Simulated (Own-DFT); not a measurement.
# Computed records: AlGa₃N₄ (wurtzite random alloy, atoms displaced)

All values are calculated (Own-DFT development build). A calculation, not a measurement: plane-wave PBE density functional theory by an unreviewed code, no spin, of a simulated periodic cell, stress positive in tension, free energy of the whole cell less one offset for each atom, forces on such cells passed a denser k mesh, this cell's mesh not checked; offsets are fitted by least squares, one for each functional and potential file, so energies compare only between cells with the same atoms and settings and are not formation energies; the far tail of each file's local potential was reset to the Coulomb form; each entry is a single point on an unrelaxed cell, so the pressure reflects the starting lattice, mostly measured values, from which strain is counted, and rises with the displacements; printed positions are rounded, which can move forces by about a meV/angstrom; the program is a retired in-house code; no spin-orbit coupling.

Entry: AlGa₃N₄ (wurtzite random alloy, atoms displaced)

```
CELL_PARAMETERS angstrom
9.50920 0.00000 0.00000
-4.75460 8.23530 0.00000
0.00000 0.00000 10.26850
ATOMIC_POSITIONS crystal
Al 0.11384 0.21952 0.00032
Ga 0.22167 0.11573 0.24702
N 0.11793 0.22546 0.18684
N 0.22318 0.10694 0.43742
Ga 0.11396 0.22422 0.49579
Ga 0.22429 0.11237 0.74669
N 0.11215 0.22604 0.69507
N 0.22070 0.11165 0.93752
Al 0.11235 0.55529 0.00194
Ga 0.22373 0.44738 0.24925
N 0.11211 0.55353 0.19123
N 0.22496 0.44575 0.43883
Al 0.10746 0.55240 0.49587
Ga 0.22401 0.44358 0.74776
N 0.11243 0.55428 0.68638
N 0.22184 0.44803 0.93679
Al 0.10952 0.89129 0.99906
Ga 0.22005 0.77745 0.25119
N 0.11077 0.89226 0.18840
N 0.22412 0.78012 0.43406
Al 0.11507 0.88708 0.49852
Ga 0.21947 0.77945 0.74557
N 0.11115 0.88838 0.69444
N 0.21965 0.77856 0.93834
Ga 0.44865 0.22458 0.99988
Ga 0.55196 0.10513 0.25080
N 0.44673 0.22718 0.18850
N 0.55695 0.10925 0.44038
Ga 0.44120 0.22125 0.49501
Ga 0.55463 0.11636 0.74911
N 0.43657 0.22342 0.69352
N 0.56182 0.11374 0.93771
Al 0.44373 0.55731 0.00390
Al 0.55277 0.44276 0.24519
N 0.44413 0.55529 0.19318
N 0.55849 0.45089 0.44031
Ga 0.44745 0.55707 0.50102
Ga 0.55855 0.44374 0.75656
N 0.44335 0.55560 0.69008
N 0.55272 0.43969 0.94221
Ga 0.44575 0.89441 0.00307
Al 0.54787 0.77248 0.25157
N 0.44277 0.88514 0.18778
N 0.55445 0.77882 0.43591
Ga 0.44218 0.88814 0.50070
Ga 0.55075 0.77672 0.74917
N 0.44466 0.88959 0.68487
N 0.55953 0.77498 0.94137
Ga 0.77748 0.22451 0.00124
Ga 0.88437 0.10467 0.24926
N 0.77815 0.22994 0.19046
N 0.88143 0.10886 0.43705
Ga 0.77835 0.22285 0.49570
Ga 0.89224 0.10772 0.74890
N 0.77710 0.22774 0.69033
N 0.88568 0.10725 0.94020
Ga 0.78258 0.55414 0.99790
Ga 0.88728 0.44729 0.25208
N 0.77688 0.55725 0.18752
N 0.89520 0.44689 0.44219
Ga 0.78099 0.56244 0.49628
Ga 0.88405 0.44189 0.75113
N 0.77920 0.55768 0.69074
N 0.89074 0.43734 0.93759
Ga 0.78337 0.89316 0.99840
Ga 0.88942 0.77190 0.25257
N 0.77211 0.88436 0.18485
N 0.89080 0.77583 0.43485
Al 0.78212 0.89071 0.49734
Ga 0.89065 0.77798 0.75144
N 0.78423 0.88937 0.68713
N 0.89123 0.77807 0.93868
```

- functional: PBE
- potential files: PseudoDojo norm-conserving, scalar-relativistic, standard set with the stringent files for Ga
- wave cutoff: 96 hartree
- occupations: Gaussian
- smearing width: 0.01 eV
- k mesh: 4 x 4 x 3 centred on Gamma
- pressure: ?
- stress zz: ?

Questions
1. Estimate the pressure of AlGa₃N₄ (wurtzite random alloy, atoms displaced).
2. AlGa₃N₄ (wurtzite random alloy, atoms displaced): stress zz?
3. Give the table of force values for AlGa₃N₄ (wurtzite random alloy, atoms displaced).

## Answers
1. 5.71 GPa
2. -5.74 GPa
3. 
Force:
```csv
element,x (eV/Å),y (eV/Å),z (eV/Å)
Al,-0.796,0.704,-0.577
Ga,0.816,-0.625,0.193
N,-1.431,-0.137,-0.588
N,-0.753,-0.594,0.3
Ga,-0.421,-0.352,0.77
Ga,-1.134,-0.402,0.955
N,0.335,-0.81,-1.634
N,-0.04,-0.447,0.789
Al,0.003,0.204,-0.557
Ga,0.099,-0.585,0.312
N,-0.731,0.432,-1.142
N,-0.891,0.276,0.169
Al,1.097,0.686,0.895
Ga,-0.581,0.741,0.553
N,-0.56,0.2,-0.974
N,0.555,-0.472,1.609
Al,0.549,-0.118,-0.06
Ga,-0.071,0.194,-0.998
N,0.205,-0.286,-0.864
N,-0.848,-0.942,1.567
Al,-0.537,0.044,0.333
Ga,1.036,-0.857,0.892
N,-0.304,0.443,-2.453
N,-0.335,-0.284,0.727
Ga,-0.427,-1.057,-0.004
Ga,0.017,0.761,-0.081
N,0.247,-0.166,0.488
N,-0.715,0.329,-0.315
Ga,0.777,0.731,0.873
Ga,0.347,-0.546,-0.213
N,1.597,0.464,-1.345
N,-0.916,-0.278,0.132
Al,0.012,-0.209,-0.54
Al,0.315,0.638,0.8
N,0.735,0.337,-0.979
N,0.407,-1.013,-1.538
Ga,-0.381,0.263,0.188
Ga,-0.7,0.487,-0.86
N,0.778,-0.02,-0.133
N,-0.422,1.624,0.481
Ga,0.285,-0.935,-1.087
Al,0.827,0.597,-0.417
N,0.386,-0.157,0.789
N,1.042,0.44,-0.012
Ga,0.53,-0.068,-0.378
Ga,0.777,0.266,0.459
N,-0.312,0.392,0.811
N,-0.864,-0.311,-0.097
Ga,0.817,-0.658,0.202
Ga,-0.001,0.651,-0.656
N,0.325,-1.183,0.072
N,1.494,-0.586,0.351
Ga,-0.336,0.299,1.157
Ga,-1.172,0.585,0.386
N,0.533,-1.28,-0.746
N,1.075,1.504,0.046
Ga,-0.325,0.108,0.045
Ga,0.336,-0.015,-0.003
N,-0.535,-0.939,0.273
N,-0.631,0.201,-0.479
Ga,0.211,-1.281,1.108
Ga,1.024,0.79,-0.407
N,-0.22,-0.167,-0.43
N,0.225,1.7,0.655
Ga,-0.355,-1.066,0.153
Ga,-0.743,1.09,-1.307
N,-0.289,-0.401,1.326
N,0.057,1.888,1.483
Al,-0.579,-0.462,0.185
Ga,-0.207,-0.152,0.087
N,-0.908,-0.31,-1.164
N,0.602,0.102,0.427
```

Further results for AlGa₃N₄ (wurtzite random alloy, atoms displaced):

- free energy of cell above offsets: -12.759 eV
- stress xx: -4.72 GPa
- stress yy: -6.69 GPa
- stress yz: 0.01 GPa
- stress xz: -0.13 GPa
- stress xy: -0.14 GPa
